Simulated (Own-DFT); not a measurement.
# Strain and stress in diamond silicon, 64 atoms (Si64)

All numbers below are calculated, not measured. They come from Own-DFT, an in-house plane-wave density functional program, since retired, whose code no person has reviewed. Each row is one single-point run on a periodic cell that was not relaxed, without spin or spin-orbit coupling.

Settings of every run: PBE; PseudoDojo norm-conserving scalar-relativistic files; cutoff 20 hartree; 3 x 3 x 3 k mesh centred on Gamma; Fermi-Dirac smearing of 0.1 eV.

Known limits: k mesh not checked against a denser one; stress not checked against mesh or cutoff.

Unstrained cell vectors in Å: (10.862, 0.000, 0.000); (0.000, 10.862, 0.000); (0.000, 0.000, 10.862). The unstrained cell has measured lattice constants (interpolated for alloys), not those of this functional. That, the random moves and any unrelaxed bonds set the pressure at no strain. Each run strains this cell uniformly, with the atoms carried along. Every atom was also moved at random, by a Gaussian of width 0.05 Å on each axis. Strain is the symmetric tensor, in per cent. Stress is positive in tension, and the pressure is minus a third of its trace.

| run | e_xx (%) | e_yy (%) | e_zz (%) | e_yz (%) | e_xz (%) | e_xy (%) | s_xx (GPa) | s_yy (GPa) | s_zz (GPa) | s_yz (GPa) | s_xz (GPa) | s_xy (GPa) | P (GPa) | E (meV/atom) |
|---|---|---|---|---|---|---|---|---|---|---|---|---|---|---|
| 1 | -0.55 | -0.54 | -1.29 | -0.85 | 1.63 | 0.45 | -4.96 | -4.92 | -5.53 | -1.13 | 4.23 | 0.74 | 5.14 | 29.1 |
| 2 | 0.71 | 0.03 | -1.95 | -1.12 | 0.52 | 0.29 | -2.76 | -3.30 | -5.01 | -2.22 | 0.50 | 1.32 | 3.69 | 14.1 |
| 3 | -1.29 | 0.54 | -1.52 | 0.56 | -1.93 | -0.08 | -5.55 | -3.80 | -5.68 | 1.38 | -3.96 | 0.22 | 5.01 | 27.6 |
| 4 | -1.99 | -0.05 | 0.02 | 1.08 | -1.19 | -1.58 | -6.00 | -4.41 | -4.30 | 2.65 | -2.62 | -3.72 | 4.90 | 30.7 |
| 5 | 1.73 | 0.43 | 1.23 | -0.65 | 0.49 | 0.70 | 1.05 | -0.06 | 0.71 | -1.66 | 0.54 | 1.14 | -0.56 | 0.0 |
| 6 | 1.95 | -0.65 | -1.53 | 1.13 | 1.97 | 1.25 | -1.14 | -3.42 | -4.08 | 2.41 | 3.25 | 1.92 | 2.88 | 22.8 |
| 7 | 1.94 | -1.34 | 0.10 | -1.11 | 0.12 | 1.85 | -0.48 | -3.33 | -2.22 | -2.06 | 0.42 | 3.23 | 2.01 | 19.2 |
| 8 | -0.28 | 0.90 | -1.13 | -0.34 | -1.29 | 0.86 | -3.31 | -2.04 | -4.01 | -1.03 | -3.18 | 1.49 | 3.12 | 10.9 |
| 9 | 0.12 | 0.81 | 0.47 | -1.05 | 0.96 | -0.98 | -1.57 | -0.96 | -1.25 | -1.17 | 2.09 | -2.40 | 1.26 | 9.1 |
| 10 | 1.97 | -1.97 | -1.06 | -0.28 | -0.59 | 0.66 | -1.34 | -5.05 | -4.36 | 0.74 | -1.54 | 0.83 | 3.58 | 18.9 |
| 11 | -0.21 | 0.23 | -1.29 | 1.06 | -0.12 | -0.46 | -3.64 | -3.24 | -4.80 | 2.53 | -0.17 | -1.49 | 3.89 | 15.1 |
| 12 | 1.70 | 0.32 | -0.30 | -0.06 | 1.01 | -0.42 | 0.00 | -1.24 | -1.79 | -0.27 | 1.90 | -1.88 | 1.01 | 9.6 |
| 13 | -1.16 | 0.17 | 1.74 | -0.60 | -1.56 | -1.06 | -3.13 | -2.14 | -0.61 | -1.01 | -2.89 | -2.43 | 1.96 | 18.0 |
| 14 | 1.92 | -1.79 | 0.96 | -1.73 | -1.57 | -1.48 | -0.06 | -3.35 | -1.07 | -3.32 | -2.48 | -2.11 | 1.49 | 15.7 |
| 15 | 0.72 | -0.02 | -0.63 | 0.77 | 0.84 | -1.93 | -2.10 | -2.71 | -3.35 | 1.47 | 2.34 | -3.76 | 2.72 | 20.1 |
| 16 | 1.33 | 0.76 | -1.77 | -1.10 | 0.45 | 1.41 | -1.24 | -1.77 | -3.96 | -2.48 | 1.94 | 2.76 | 2.32 | 12.2 |
| 17 | 1.80 | 1.65 | -0.57 | 0.32 | 1.45 | -1.20 | 0.80 | 0.47 | -1.28 | 0.07 | 2.58 | -1.46 | 0.00 | 15.6 |
| 18 | 0.38 | -1.45 | 0.24 | -1.83 | -1.72 | -0.34 | ? | ? | ? | ? | ? | ? | ? | ? |

E is the free energy for each atom above the lowest run shown.

## Worked fit

Each stress component was fitted by least squares to a constant and the strains of the runs shown, as fractions, with shears doubled. Shear strains stay in the fit of a normal stress only where such slopes are resolved. The slopes, in GPa:

```
stress  at no strain  per e_xx  per e_yy  per e_zz  scatter
  s_xx          -2.7   160 ± 2    63 ± 3    68 ± 3     0.12
  s_yy          -2.7    71 ± 3   152 ± 4    65 ± 3     0.14
  s_zz          -2.7    72 ± 2    70 ± 3   155 ± 2     0.11
```

Each shear stress against twice its own strain: yz 99 ± 7, xz 107 ± 7, xy 84 ± 7 GPa. These are stiffnesses along x, y and z of the frame in which the cell vectors are given, which need not be the crystal's axes. The atoms are held to the strained lattice; where symmetry lets them move under strain, relaxing them would lower some slopes. The table should be nearly symmetric about its diagonal, and what it lacks of that shows the noise. A ninth of its sum, 97 ± 2 GPa, estimates the bulk modulus near the mean pressure of these runs, 2.6 GPa, so it lies above the value at zero pressure.

## Withheld run

Question: what normal stresses and pressure should run 18 give?

The fit gives s_xx = -2.8, s_yy = -4.5, s_zz = -3.1 and P = 3.5 GPa. The calculation gave -3.07, -4.79, -3.33 and P = 3.73 GPa.
